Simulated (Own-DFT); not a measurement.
# Which defects push the lattice out? zincblende GaAs

The numbers are computed, not measured, by runs of the plane-wave DFT program Own-DFT (in-house, retired, unreviewed) at fixed positions, with no spin and no spin-orbit coupling.

Common settings: PBE; PseudoDojo norm-conserving scalar-relativistic files; cutoff 42 hartree; 3 x 3 x 3 k mesh centred on Gamma; Fermi-Dirac smearing of 0.1 eV.

Keep in mind (not all hold for every row): not probed for a lower state with spin; forces not confirmed at this smearing and k mesh; stress not checked against mesh or cutoff.

All runs share one cell, with vectors in Å (10.862, 0.000, 0.000); (0.000, 10.862, 0.000); (0.000, 0.000, 11.796) and a volume of 1391.7 Å³, strained against the parent crystal. u is the rms random offset of the atoms per axis. The defect's site can differ from row to row.

| cell | formula | u (Å) | P (GPa) |
|---|---|---|---|
| no defect | As32Ga32 | 0.0300 | 6.66 |
| no defect | As32Ga32 | 0.0504 | 6.99 |
| no defect | As32Ga32 | 0.0505 | 7.05 |
| one As vacancy and one Ga vacancy | As31Ga31 | 0.0281 | 5.89 |
| one As vacancy and one Ga vacancy | As31Ga31 | 0.0309 | ? |
| one As vacancy and one Ga vacancy | As31Ga31 | 0.0458 | 6.17 |
| one As vacancy and one Ga vacancy | As31Ga31 | 0.0555 | 6.29 |
| one Al on a Ga site | AlAs32Ga31 | 0.0312 | 6.68 |
| one Al on a Ga site | AlAs32Ga31 | 0.0465 | 6.93 |
| one Al on a Ga site | AlAs32Ga31 | 0.0484 | 7.03 |
| one In on a Ga site | As32Ga31In | 0.0280 | 7.34 |
| one In on a Ga site | As32Ga31In | 0.0287 | 7.42 |
| one In on a Ga site | As32Ga31In | 0.0299 | 7.36 |
| one P on an As site | As31Ga32P | 0.0295 | 6.39 |
| one P on an As site | As31Ga32P | 0.0529 | 6.71 |
| one P on an As site | As31Ga32P | 0.0533 | 6.68 |

## Analysis

P = P0 + c u² + a shift for each defect gives P0 = 6.53 GPa, c = 188 ± 15 GPa/Å² and a scatter of 0.04 GPa. The shifts, and each times the cell's volume:

- one In on a Ga site: 0.69 ± 0.04 GPa, 6.0 eV
- one Al on a Ga site: 0.01 ± 0.03 GPa, 0.1 eV (not resolved)
- one P on an As site: -0.34 ± 0.03 GPa, -3.0 eV
- one As vacancy and one Ga vacancy: -0.78 ± 0.03 GPa, -6.8 eV

Positive is outwards. The product with the volume (160.2 GPa Å³ to the eV) is nearly free of the cell's size; divided by the bulk modulus at the cell's pressure it gives the volume that the defect adds. The atoms around the defects weren't relaxed, which would change these numbers.

## Test on the hidden row

Question: what pressure belongs in the blank (one As vacancy and one Ga vacancy, u = 0.0309 Å)?

Estimate: 5.92 ± 0.05 GPa. DFT gave 5.92 GPa.
